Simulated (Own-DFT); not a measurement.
# Strain and stress in 4H SiC, 32 atoms (C16Si16)

These are calculations, not measurements. The program, named Own-DFT, is a retired in-house plane-wave density functional code that no person has reviewed. Each row is one single-point run on a periodic cell that was not relaxed, without spin or spin-orbit coupling.

Settings of every run: PBE; PseudoDojo norm-conserving scalar-relativistic files; cutoff 42 hartree; 5 x 5 x 3 k mesh centred on Gamma; Fermi-Dirac smearing of 0.1 eV.

Known limits: forces on such cells passed a denser k mesh, each cell not checked; stress not checked against mesh or cutoff.

Unstrained cell vectors in Å: (6.165, 0.000, 0.000); (-3.083, 5.339, 0.000); (0.000, 0.000, 10.068). The unstrained cell has measured lattice constants (interpolated for alloys), not those of this functional. That, the random moves and any unrelaxed bonds set the pressure at no strain. Each run strains this cell uniformly, with the atoms carried along. Every atom was also moved at random, by a Gaussian of width 0.05 Å on each axis. Strain is the symmetric tensor, in per cent. Stress is positive in tension, and the pressure is minus a third of its trace.

| run | e_xx (%) | e_yy (%) | e_zz (%) | e_yz (%) | e_xz (%) | e_xy (%) | s_xx (GPa) | s_yy (GPa) | s_zz (GPa) | s_yz (GPa) | s_xz (GPa) | s_xy (GPa) | P (GPa) | E (meV/atom) |
|---|---|---|---|---|---|---|---|---|---|---|---|---|---|---|
| 1 | 0.59 | 0.97 | 0.28 | -0.16 | -0.37 | 0.00 | -4.76 | 2.28 | -0.91 | -0.65 | -1.98 | 1.24 | 1.13 | 10.8 |
| 2 | -0.01 | -0.94 | -0.54 | 1.21 | -0.01 | 1.92 | -7.55 | -13.65 | -6.51 | 4.28 | 1.45 | 7.91 | 9.24 | 50.3 |
| 3 | 1.63 | -1.50 | -1.90 | -0.67 | 1.00 | 1.50 | -1.86 | -12.81 | -16.54 | -3.00 | 4.33 | 9.60 | 10.40 | 74.4 |
| 4 | 1.72 | 0.66 | 0.04 | 0.62 | -1.55 | -1.38 | 5.08 | 0.00 | -8.32 | 1.08 | -5.37 | -6.30 | 1.08 | 37.8 |
| 5 | -1.92 | -1.65 | -0.14 | 0.87 | 0.11 | -0.59 | -18.34 | -18.10 | -9.73 | 5.20 | 0.37 | -4.92 | 15.39 | 78.8 |
| 6 | 0.86 | 0.40 | 0.19 | -1.13 | -1.40 | 1.20 | 1.10 | -3.14 | -3.92 | -3.49 | -4.09 | 5.72 | 1.98 | 16.0 |
| 7 | 1.78 | -0.65 | 0.45 | -1.19 | 0.91 | 0.45 | 2.59 | -3.68 | -3.89 | -4.53 | 2.62 | 1.54 | 1.66 | 19.7 |
| 8 | 0.44 | 1.56 | 0.76 | -1.79 | -0.04 | 0.47 | -1.42 | 5.76 | -2.69 | -6.03 | 0.65 | 1.88 | -0.55 | 19.2 |
| 9 | -0.74 | -0.29 | 0.75 | 1.90 | 0.34 | -0.10 | -12.14 | -4.53 | -1.95 | 6.62 | 1.75 | -2.33 | 6.21 | 30.3 |
| 10 | 1.09 | 0.47 | -0.40 | -0.33 | 1.76 | -0.97 | -1.10 | -1.15 | -7.31 | -0.98 | 6.11 | -5.17 | 3.19 | 28.6 |
| 11 | 0.03 | -0.52 | -0.74 | -1.74 | 0.35 | -0.07 | -5.44 | -8.25 | -14.19 | -5.98 | 0.99 | -0.37 | 9.29 | 61.7 |
| 12 | 0.30 | 0.47 | -1.61 | -1.55 | -1.74 | -1.65 | -4.06 | -1.86 | -19.57 | -6.80 | -7.19 | -8.54 | 8.50 | 58.7 |
| 13 | 1.66 | -0.92 | 0.51 | 1.84 | 1.18 | 0.62 | 2.43 | -7.17 | -0.70 | 5.40 | 4.81 | 2.21 | 1.81 | 0.0 |
| 14 | -0.06 | -1.96 | 1.49 | 0.35 | -0.32 | -1.40 | -5.27 | -19.78 | 1.57 | 0.65 | 0.13 | -6.99 | 7.83 | 57.3 |
| 15 | 1.02 | 1.81 | 0.50 | 0.13 | 1.04 | -1.71 | 1.30 | 6.18 | -5.79 | 1.07 | 2.48 | -7.51 | -0.56 | 38.8 |
| 16 | -1.97 | 0.42 | 0.51 | -0.44 | 0.22 | -0.67 | ? | ? | ? | ? | ? | ? | ? | ? |

E is the free energy for each atom above the lowest run shown.

## Worked fit

Each stress component was fitted by least squares to a constant and the strains of the runs shown, as fractions, with shears doubled. Shear strains stay in the fit of a normal stress only where such slopes are resolved. The slopes, in GPa:

| stress | at no strain | per e_xx | per e_yy | per e_zz | scatter |
|---|---|---|---|---|---|
| s_xx | -6.2 | 545 ± 47 | 83 ± 41 | 88 ± 51 | 1.69 |
| s_yy | -5.2 | 142 ± 54 | 623 ± 48 | 32 ± 59 | 1.96 |
| s_zz | -7.1 | 83 ± 68 | -43 ± 60 | 641 ± 75 | 2.48 |

Each shear stress against twice its own strain: yz 170 ± 9, xz 167 ± 9, xy 239 ± 14 GPa. These are stiffnesses along x, y and z of the frame in which the cell vectors are given, which need not be the crystal's axes. The atoms are held to the strained lattice; where symmetry lets them move under strain, relaxing them would lower some slopes. The table should be nearly symmetric about its diagonal, and what it lacks of that shows the noise. A ninth of its sum, 244 ± 9 GPa, estimates the bulk modulus near the mean pressure of these runs, 5.1 GPa, so it lies above the value at zero pressure.

## Withheld run

Question: what normal stresses and pressure should run 16 give?

The fit gives s_xx = -16.1, s_yy = -5.3, s_zz = -5.6 and P = 9.0 GPa. The calculation gave -15.49, -3.29, -5.25 and P = 8.01 GPa.
